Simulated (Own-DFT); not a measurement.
# What a defect does to the pressure of its cell: zincblende GaAs

The numbers are computed, not measured, by runs of the plane-wave DFT program Own-DFT (in-house, retired, unreviewed) at fixed positions, with no spin and no spin-orbit coupling.

Common settings: PBE; PseudoDojo norm-conserving scalar-relativistic files; cutoff 42 hartree; 3 x 3 x 3 k mesh centred on Gamma; Fermi-Dirac smearing of 0.1 eV.

Known weak points (not all hold for every row): not probed for a lower state with spin; forces not confirmed at this smearing and k mesh; stress not checked against mesh or cutoff.

All runs share one cell, with vectors in Å (10.862, 0.000, 0.000); (0.000, 10.862, 0.000); (0.000, 0.000, 11.796) and a volume of 1391.7 Å³, strained against the parent crystal. Atoms were moved at random from their sites; u is the rms move along one axis. The defect's site can differ from row to row.

```
cell,formula,u (Å),P (GPa)
no defect,As32Ga32,0.0287,6.68
no defect,As32Ga32,0.0314,6.70
no defect,As32Ga32,0.0506,7.01
one As vacancy and one Ga vacancy,As31Ga31,0.0316,6.00
one As vacancy and one Ga vacancy,As31Ga31,0.0499,6.33
one As vacancy and one Ga vacancy,As31Ga31,0.0507,6.23
one P on an As site,As31Ga32P,0.0293,?
one P on an As site,As31Ga32P,0.0298,6.36
one P on an As site,As31Ga32P,0.0469,6.59
one P on an As site,As31Ga32P,0.0509,6.81
one Al on a Ga site,AlAs32Ga31,0.0302,6.68
one Al on a Ga site,AlAs32Ga31,0.0311,6.70
one Al on a Ga site,AlAs32Ga31,0.0548,7.11
one In on a Ga site,As32Ga31In,0.0293,7.47
one In on a Ga site,As32Ga31In,0.0299,7.34
one In on a Ga site,As32Ga31In,0.0312,7.44
```

## Worked fit

P = P0 + c u² + a shift for each defect gives P0 = 6.50 GPa, c = 203 ± 20 GPa/Å² and a scatter of 0.06 GPa. The shifts, and each times the cell's volume:

- one In on a Ga site: 0.73 ± 0.05 GPa, 6.4 eV
- one Al on a Ga site: 0.00 ± 0.05 GPa, 0.0 eV (not resolved)
- one P on an As site: -0.30 ± 0.05 GPa, -2.6 eV
- one As vacancy and one Ga vacancy: -0.72 ± 0.05 GPa, -6.3 eV

Against the defect-free cell, a freed cell would be larger where the shift is positive and smaller where it is negative (160.2 GPa Å³ is 1 eV). The atoms around the defects weren't relaxed, which would change these numbers.

## Withheld run

Q: what pressure belongs in the blank (one P on an As site, u = 0.0293 Å)?

Estimate: 6.37 ± 0.07 GPa. Computed: 6.36 GPa.
